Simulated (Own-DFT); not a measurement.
# A layer strained by its substrate: wurtzite AlGaN with randomly placed atoms, 72 atoms (Al9Ga27N36)

Source: density functional calculations with Own-DFT, an unreviewed in-house program that is no longer used. Nothing was measured or relaxed, and spin and spin-orbit coupling are left out.

Common settings: PBE; PseudoDojo norm-conserving scalar-relativistic files; cutoff 42 hartree; 4 x 4 x 3 k mesh centred on Gamma; Fermi-Dirac smearing of 0.1 eV.

Limits: forces on such cells passed a denser k mesh, each cell not checked; stress not checked against mesh or cutoff.

Unstrained cell vectors in Å: (9.509, 0.000, 0.000); (-4.755, 8.235, 0.000); (0.000, 0.000, 10.268). The unstrained cell has measured lattice constants (interpolated for alloys), not those of this functional. That, the random moves and any unrelaxed bonds set the pressure at no strain. Each run strains x and y alike by e, as a substrate would, and holds the height along z. All atoms carry random offsets, Gaussian with a width of 0.05 Å per axis. The random placing of the alloy's atoms differs from row to row. Stress is positive in tension.

| e (%) | u (Å) | (s_xx + s_yy)/2 (GPa) | s_zz (GPa) |
|---|---|---|---|
| -3.00 | 0.051 | -26.04 | -13.57 |
| -2.75 | 0.047 | -24.29 | -12.92 |
| -2.50 | 0.048 | -23.03 | -12.09 |
| -2.25 | 0.047 | -21.21 | -11.10 |
| 0.25 | 0.051 | -6.02 | -6.69 |
| 0.75 | 0.051 | -2.43 | -8.43 |
| 1.00 | 0.048 | -2.29 | -5.78 |
| 1.50 | 0.053 | ? | ? |
| 1.75 | 0.051 | 2.10 | -6.17 |
| 2.00 | 0.048 | 2.62 | -4.34 |

## Analysis

With e as a fraction, the in-plane stress is -7.2 + 558 e - 2532 e² GPa (errors 12 and 758, scatter 0.43), and s_zz is -8.2 + 163 e GPa (slope ± 16, scatter 0.92). At e = 0 the first slope is C11 + C12 and the second 2 C13, both with the ions held to the strained lattice and at the cell's own pressure. The term in e² is negative: the layer stiffens under compression and softens under tension. A free layer would change its height as e changes, and the in-plane slope would drop by 2 C13²/C33 to the biaxial modulus. At fixed height, a misfit of 1 % moves the in-plane stress by about 5.6 GPa and s_zz by 1.6 GPa.

## Prediction

The question: what are the two stresses at e = 1.50 %?

The fitted form gives 0.6 and -5.7 GPa. The hidden result is -0.46 and -4.21 GPa.
